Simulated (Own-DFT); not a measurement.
## Calculated data, Si3N4 (beta silicon nitride, strained, atoms displaced), Si3N4 (beta silicon nitride, atoms displaced)

A calculation, not a measurement: plane-wave PBE density functional theory by an unreviewed code, no spin, of a simulated periodic cell, stress positive in tension, free energy of the whole cell less one offset for each atom, some atoms lie very close together; forces on such cells moved up to 12 meV/angstrom on a denser k mesh; offsets are fitted by least squares, one for each functional and potential file, so energies compare only between cells with the same atoms and settings and are not formation energies; the far tail of each file's local potential was reset to the Coulomb form; each entry is a single point on an unrelaxed cell, so the pressure reflects the starting lattice, mostly measured values (interpolated for alloys), from which strain is counted, and rises with the displacements; printed positions are rounded, which can move forces by about a meV/angstrom; the program, named Own-DFT, is a retired in-house code; no spin-orbit coupling; before rounding, a Quantum ESPRESSO 7.3.1 run of the same cell and cutoff gave forces within 1 meV/angstrom rms on each cell, which checks the program and not the settings. Program: Own-DFT development build.

Settings shared by all entries: functional PBE; potential files PseudoDojo norm-conserving, scalar-relativistic, standard set; wave cutoff 42 hartree; occupations Fermi-Dirac; smearing width 0.1 eV; k mesh 2 x 2 x 4 centred on Gamma.

(1) 
```xyz
112
Lattice="15.3232 0.0403 -0.2698 -7.6267 13.3310 -0.1169 -0.1032 -0.1112 5.8280" Properties=species:S:1:pos:R:3:force_x:R:1:force_y:R:1:force_z:R:1 formula=Si3N4 free_energy_of_cell_above_offsets=-6.031 pressure=3.62 stress_xx=-3.09 stress_yy=1.45 stress_zz=-9.21 stress_yz=-7.07 stress_xz=-8.58 stress_xy=0.91
Si    -1.6755     5.1466     0.6516      1.409       -0.2      1.189
Si     0.1665     2.6514     0.7053      0.599      2.283      -0.29
Si     1.3281     5.4995     0.6392      1.568     -0.255     -2.913
Si     5.3937     1.6363     2.1297     -2.224     -3.446     -6.564
Si     3.5260     3.9031     2.0519      1.856      0.741     -0.741
Si     2.3977     1.1453     2.1760      1.418      -1.36     -1.185
N      2.4301     0.2397     0.6952     -0.509     -1.517     -1.149
N      6.2602     2.0783     0.5797     -1.034     -1.091      0.771
N      2.7979     4.3955     0.5210     -2.401      1.407      2.899
N      1.4295     6.5154     1.9907     -0.688     -6.465      1.621
N     -2.4347     4.5135     2.1148      2.155      1.993     -0.014
N      1.0697     2.1996     2.0806     -1.711      0.418      2.209
N     -0.0063     4.4487     0.6947     -1.079     -0.835     -0.004
N      3.7963     2.1895     2.1399     -1.084      0.525     -0.138
Si    -1.5885     5.0666     3.5688     -2.639      0.053      0.438
Si     0.1952     2.5354     3.6367     -1.511       3.19     -3.183
Si     1.3308     5.4584     3.4852      0.235       0.59      1.293
Si     5.4016     1.3952     4.9788     -0.746      2.039     -0.998
Si     3.4782     3.8448     4.9660      3.181      0.195     -1.331
Si     2.3206     1.0903     5.0450      2.022      -0.54      1.081
N      2.2580     0.1549     3.5873      0.058     -0.388      0.675
N      6.1959     1.9528     3.3969      4.006      1.455       7.61
N      2.7844     4.4618     3.5158     -1.667      0.106     -1.135
N      1.3295     6.4316     4.9817     -0.242     -2.645     -0.048
N     -2.5766     4.6156     5.0636      0.224      -0.27     -1.691
N      0.9061     2.0862     5.0372      0.171     -0.438      2.193
N     -0.0645     4.3989     3.6420      2.146     -1.883      -0.52
N      3.7885     2.1335     5.0003     -1.195      -0.59      -0.17
Si    -5.4552    11.7137     0.4256      5.429      4.178      13.61
Si    -3.5924     9.4200     0.6222     -2.156     -2.542     -1.953
Si    -2.4311    12.0888     0.5708      0.557      2.744     -1.069
Si     1.5747     8.0782     2.0358      3.075      6.924     -0.413
Si    -0.2854    10.6353     1.9522      5.259     -1.424      4.351
Si    -1.3780     7.8631     2.0531     -0.885      -0.22      1.412
N     -1.4705     6.8941     0.6632      0.393     -0.938     -1.391
N      2.4569     8.7387     0.4981     -0.803     -1.269      2.795
N     -1.0000    11.0776     0.5956     -1.929      0.975     -4.117
N     -2.4616    13.0670     1.9879      0.487      1.404     -0.305
N     -6.3432    11.2585     2.0388       1.36      0.829      0.021
N     -2.9498     8.7206     1.9902      2.313      0.794      3.012
N     -3.7945    11.0954     0.5649     -1.005      0.398     -0.378
N      0.0678     8.8388     2.0684      -2.87      1.711     -0.452
Si    -5.4743    11.7002     3.5555      -1.88      1.329     -3.487
Si    -3.6820     9.3762     3.5407     -1.333     -1.718     -1.605
Si    -2.4910    12.1124     3.4222      0.812      1.115      0.085
Si     1.4913     8.1188     4.9836      3.284       0.39     -2.091
Si    -0.2898    10.5358     4.9006      1.753     -1.219      0.188
Si    -1.4547     7.6887     4.9767      -0.55      1.468      0.683
N     -1.4405     6.8032     3.5332     -0.086      -0.28     -1.374
N      2.4323     8.6043     3.4682     -1.119     -1.015      0.341
N     -1.0832    11.0788     3.4861     -0.145     -0.477     -1.449
N     -2.3424    13.0558     4.8579     -0.638     -2.166      1.642
N     -6.2686    11.2575     5.0213     -6.206     -3.065     -9.925
N     -2.9033     8.7685     4.9290      1.177      0.063      1.426
N     -3.8955    11.1563     3.4782      0.886     -2.682      0.385
N     -0.0309     8.7251     4.9206     -3.356      2.733      0.313
Si     6.0363     5.1012     0.5257       1.13      2.079     -0.061
Si     7.8816     2.5659     0.5424      0.939      3.438      0.029
Si     9.0196     5.4940     0.4617     -0.164      0.309     -1.432
Si    13.1580     1.6126     1.9974     -7.449     -3.989     -6.295
Si    11.3139     4.0386     1.8634     -1.398     -3.768      1.965
Si    10.1972     1.1375     1.9379     -2.034      2.265      3.357
N     10.0051     0.1962     0.6461      0.062      -0.76     -5.187
N     13.8845     2.0745     0.5247      2.065      0.156     -1.146
N     10.4150     4.4459     0.5492     -0.044      0.758     -3.977
N      9.0042     6.4094     1.8900      0.282      1.569      -0.07
N      5.1995     4.6536     1.9909     -1.676     -0.735     -0.298
N      8.6665     2.1677     1.9985      0.586     -0.399      0.329
N      7.6527     4.5207     0.4189     -0.432     -3.512      0.407
N     11.4576     2.2213     2.0014      2.635      1.458     -0.928
Si     6.0027     5.0291     3.4575     -0.181      2.417      0.474
Si     7.8590     2.6632     3.4853     -0.421      0.034     -2.186
Si     8.9858     5.4863     3.2926      0.434     -1.482      2.027
Si    13.1192     1.4925     4.8539     -4.604     -0.785     -0.661
Si    11.1388     3.9084     4.7978      0.488     -1.973      0.754
Si     9.9900     1.0157     4.9141      1.815      0.845      0.626
N      9.9930     0.2538     3.4073      0.018     -3.045      1.205
N     13.8222     2.0158     3.3029      5.686      1.857       8.02
N     10.4540     4.3931     3.3015     -1.847      1.696      0.914
N      8.9786     6.3857     4.8135      0.527     -0.742     -0.289
N      5.0918     4.6925     4.8922     -1.223     -1.558     -0.127
N      8.6499     2.0627     4.8705     -1.793      0.704      1.725
N      7.5960     4.3927     3.3838      0.741     -0.155      0.206
N     11.3911     2.0631     4.8162      1.502      2.012      0.807
Si     2.2090    11.8064     0.4556      1.665      0.297      1.852
Si     4.0479     9.3619     0.5653      0.518      2.046     -2.644
Si     5.2579    12.2603     0.4086     -1.272     -3.593      -0.47
Si     9.1445     8.1647     1.8857      3.741     -0.791     -2.154
Si     7.3479    10.6377     1.8073      2.232     -1.796      1.685
Si     6.2542     7.8446     1.9653      1.089     -1.085      0.006
N      6.3281     6.9103     0.4950     -0.971     -0.856      0.249
N     10.0650     8.7085     0.3550      1.522      0.728      2.136
N      6.7010    11.1004     0.3426     -2.516      2.329     -0.025
N      5.2412    13.1189     1.8220      0.792      1.644      2.826
N      1.4621    11.4451     1.9252      -4.34     -2.308      0.941
N      4.9141     8.8775     1.9379     -1.557      0.746      1.519
N      3.7590    11.1323     0.4207      3.434     -0.028      0.574
N      7.7030     8.8403     1.9440     -4.737      2.592     -0.151
Si     2.1665    11.8153     3.4543      2.055      0.203     -2.779
Si     4.0028     9.3111     3.4553      0.315      0.816     -0.348
Si     5.1898    12.0797     3.4308     -1.233     -0.499     -3.909
Si     9.2056     8.1007     4.7965     -1.687      0.407     -1.869
Si     7.4270    10.5387     4.7668      -0.97     -1.064     -1.003
Si     6.1695     7.7589     4.8097      0.555      3.996      7.858
N      6.1236     6.9616     3.5244      0.166       -6.9     -8.633
N     10.0514     8.5361     3.2464      1.585      1.521      2.547
N      6.5628    11.0662     3.3274      1.308        0.1     -0.311
N      5.1818    13.0512     4.7690      1.149      2.468      1.216
N      1.4028    11.2303     4.8426     -3.998     -0.657     -0.332
N      4.8702     8.8894     4.8695     -1.495     -0.171      1.453
N      3.7812    11.0613     3.4255      0.066      0.512     -0.198
N      7.5279     8.8412     4.8356      2.797     -0.464      -0.38
```

Units: free_energy_of_cell_above_offsets in eV; pressure, stress_xx, stress_yy, stress_zz, stress_yz, stress_xz, stress_xy in GPa; force_x, force_y, force_z in eV/Å.

(2) 
```xyz
112
Lattice="15.2120 0.0000 0.0000 -7.6060 13.1740 0.0000 0.0000 0.0000 5.8180" Properties=species:S:1:pos:R:3:force_x:R:1:force_y:R:1:force_z:R:1 formula=Si3N4 free_energy_of_cell_above_offsets=44.980 pressure=21.15 stress_xx=-19.32 stress_yy=-11.64 stress_zz=-32.49 stress_yz=-0.27 stress_xz=-0.26 stress_xy=1.03
Si    -1.6802     5.0289     0.6518      4.747      2.292      6.739
Si     0.3683     2.7383     0.7374     -5.289      2.132       0.35
Si     1.3323     5.6334     0.6994     -1.001     -4.315     -0.902
Si     5.5455     1.5257     2.0114     -9.208     -1.326      10.74
Si     3.6803     4.0361     2.0724     -0.788     -3.808      6.522
Si     2.4677     0.9711     2.2260       1.61      10.95     -5.003
N      2.2877     0.2401     0.8063     -0.957     -4.473     -3.749
N      6.2123     1.9148     0.7170      2.443      1.549     -1.535
N      2.9589     4.3707     0.6599     -18.59      9.469         25
N      1.4948     6.3085     2.2040     -0.279      5.142      -3.22
N     -2.4453     4.7441     2.3082     -0.796     -0.458     -4.375
N      1.0615     2.3766     2.1704      2.554     -4.019      1.062
N     -0.0574     4.5037     0.8574      2.409     -1.028     -1.984
N      3.8479     2.1957     2.2352      0.808     -1.614     -1.173
Si    -1.6803     5.0674     3.6660      5.636     -0.811      3.052
Si     0.2783     2.6507     3.6580     -0.188      0.695     -0.899
Si     1.4288     5.4315     3.5318     -1.009      -4.06      4.158
Si     5.5552     1.5501     5.1832     -8.897     -0.162     -8.058
Si     3.5681     4.1379     5.3497      6.352     -10.54     -30.13
Si     2.2812     1.1239     5.0331      3.788      6.597      7.115
N      2.2843     0.4151     3.6393     -1.301     -10.51      1.353
N      6.2185     2.0051     3.6243     -8.927     -4.347       1.04
N      2.7360     4.3864     3.5952      1.748      0.738      0.645
N      1.4408     6.4855     5.0277     -0.457     -3.731      0.764
N     -2.4062     4.5843     5.1770     -2.101     -0.465     -5.455
N      0.9095     2.1536     5.1376      3.444     -1.692     -1.798
N      0.0602     4.2738     3.5420      -2.38      6.154      1.526
N      3.7957     2.4226     5.1397      0.151     -5.257      0.045
Si    -5.6103    11.5993     0.6528      9.445      5.656      13.28
Si    -3.6656     9.2799     0.9415       2.43      1.692     -5.001
Si    -2.5127    12.0714     0.8855      2.117      1.951     -4.949
Si     1.4028     8.0664     2.1713         10     -1.033      0.452
Si    -0.1936    10.6165     2.1749      2.453     -3.979     -5.788
Si    -1.4505     7.6307     2.1571       6.21      1.324       5.23
N     -1.3863     6.7216     0.9540     -0.541     -3.492     -8.692
N      2.4870     8.7611     0.7645     -6.013     -3.421     -0.774
N     -1.0959    11.1380     0.6118       1.75     -0.915      3.085
N     -2.3678    12.9245     2.3356     -0.211      6.634     -7.809
N      8.8268    11.0254     2.1625      4.035      2.719     -0.969
N     -2.5774     8.7207     2.1749     -6.871      4.299      1.219
N     -3.8035    11.1133     0.6904     -4.581     -4.406      1.071
N      0.0661     8.7699     2.1840     -9.183       3.33      -0.37
Si    -5.5399    11.6578     3.5062      3.411     -0.798      2.566
Si    -3.5234     9.1708     3.5687     -0.936      0.121      3.922
Si    -2.3421    11.9825     3.5034     -1.619     -3.917      10.63
Si     1.5336     8.0983     5.1243      1.163      5.231     -0.483
Si    -0.2205    10.5455     5.1286      0.986      -0.48     -3.133
Si    -1.5312     7.7688     4.9346      6.092      1.483      8.839
N     -1.4296     6.8096     3.7747     -0.174     -5.056     -7.256
N      2.3388     8.5337     3.6198      1.265       1.07       0.53
N     -0.8862    11.0892     3.4724     -3.391      1.126      6.643
N     -2.4177    13.0816     5.1170      -0.07      -3.17      0.046
N     -6.2042    11.2202     5.2220     -6.556     -3.069      -14.3
N     -2.6663     8.7675     5.2353     -7.609      4.183     -0.917
N     -3.8460    10.8069     3.6361      0.533      5.099     -0.996
N     -0.1163     8.8119     5.0606       1.45     -0.219      0.484
Si     6.0542     5.1107     0.7043     -1.655     -7.421      1.435
Si     7.6561     2.5415     0.6369      7.467      5.748     -1.322
Si     9.0488     5.3876     0.7100     -2.203     -0.542       2.25
Si    13.0331     1.5895     2.3005      3.981     -2.025     -2.257
Si    11.3592     3.9467     2.1233     -4.263     -2.367      0.419
Si     9.9622     1.1013     2.3555      0.368      12.55     -22.43
N      9.8790     0.2807     0.7841      1.346     -3.317     -0.266
N     13.8463     2.0675     0.3990      4.193      2.086      10.27
N     10.4798     4.5884     0.5300      1.407     -1.007      5.948
N      8.9403     6.3558     2.1841      2.129      1.337      1.497
N      5.2426     4.5871     2.1982      2.301      1.281      0.487
N      8.3744     2.2619     2.0896      6.852     -4.008     -3.159
N      7.6137     4.4668     0.7007     -0.676     -3.734     -0.265
N     11.5598     2.1552     2.1087      -5.83      2.912      0.382
Si     6.1203     5.1760     3.8138     -0.804     -4.008     -3.499
Si     7.5742     2.4757     3.3415      9.578      8.214      8.562
Si     9.0319     5.4126     3.7010       0.49     -0.646      0.701
Si    12.9242     1.4880     5.1384     -1.949      6.114     -4.501
Si    11.1973     4.0145     4.9893      10.34     -6.283      16.73
Si    10.1262     1.1898     5.0664     -4.153     -1.675      2.467
N      9.9713     0.3656     3.4987      0.628     -14.14      20.09
N     13.9302     2.0423     3.7003     -3.285      -2.08     -1.301
N     10.4892     4.2380     3.8436     -11.45      6.811     -22.33
N      8.9060     6.3995     5.2634      0.677      3.007     -5.725
N      5.0120     4.4937     5.0799       12.9      5.781     -0.932
N      8.7562     2.1243     5.3289     -2.885      0.146     -4.428
N      7.8443     4.2277     3.7221     -4.562      1.737      -0.11
N     11.3062     2.2810     5.0988      5.349     -0.437     -0.292
Si     2.2137    11.5041     0.7718       3.26        4.5     -5.017
Si     4.0424     9.2566     0.9069     -3.392      4.456     -11.19
Si     5.3937    12.0283     0.6683     -7.417      2.439      3.896
Si     9.2809     8.1270     2.1977     -3.508     -1.584     -0.583
Si     7.2710    10.5372     2.3528      5.057     -9.253     -14.61
Si     6.1838     7.8683     2.1636     -1.572     -2.354     -3.709
N      6.2228     6.6265     0.7352     -0.098      11.34     -1.252
N     10.0662     8.4880     0.5120      7.826      3.627      13.72
N      6.5936    10.9750     0.7786       1.83     -0.543       0.12
N      5.2570    12.9080     2.3342      0.919      2.651     -4.592
N      1.4208    11.1561     2.1016     -1.189     -0.528      4.047
N      4.6233     8.7305     2.1504       7.42     -3.662      10.78
N      3.8797    10.9714     0.7740      1.133      1.469     -0.261
N      7.5476     8.7933     2.1416      1.544      2.101      0.858
Si     2.3491    11.4941     3.6251     -4.964      4.564     -3.637
Si     3.9571     9.3368     3.7194     -1.252       -5.5       0.46
Si     5.3538    12.0390     3.6741     -3.747      0.641       2.06
Si     9.1771     8.2128     5.2195     -7.265     -5.342     -11.17
Si     7.3995    10.6303     5.1763       0.55     -4.694     -0.901
Si     6.3018     7.7031     5.0400     -3.176     -1.007      1.201
N      6.2683     6.8686     3.4313     -0.285     -1.781      6.096
N      9.8818     8.8281     3.6488      1.634     -2.253     -0.009
N      6.7940    11.1347     3.5498     -6.169      5.238      15.86
N      5.2046    13.0950     5.1766      0.378       -8.1     -1.994
N      1.4273    11.2204     4.8990      -2.64     -1.096      5.717
N      4.7940     8.7848     5.1764      1.944     -0.799     -1.424
N      3.8098    10.9603     3.6941      6.756      1.663      0.101
N      7.5713     8.7278     5.2958      1.019      4.704     -1.363
```

Units: free_energy_of_cell_above_offsets in eV; pressure, stress_xx, stress_yy, stress_zz, stress_yz, stress_xz, stress_xy in GPa; force_x, force_y, force_z in eV/Å.
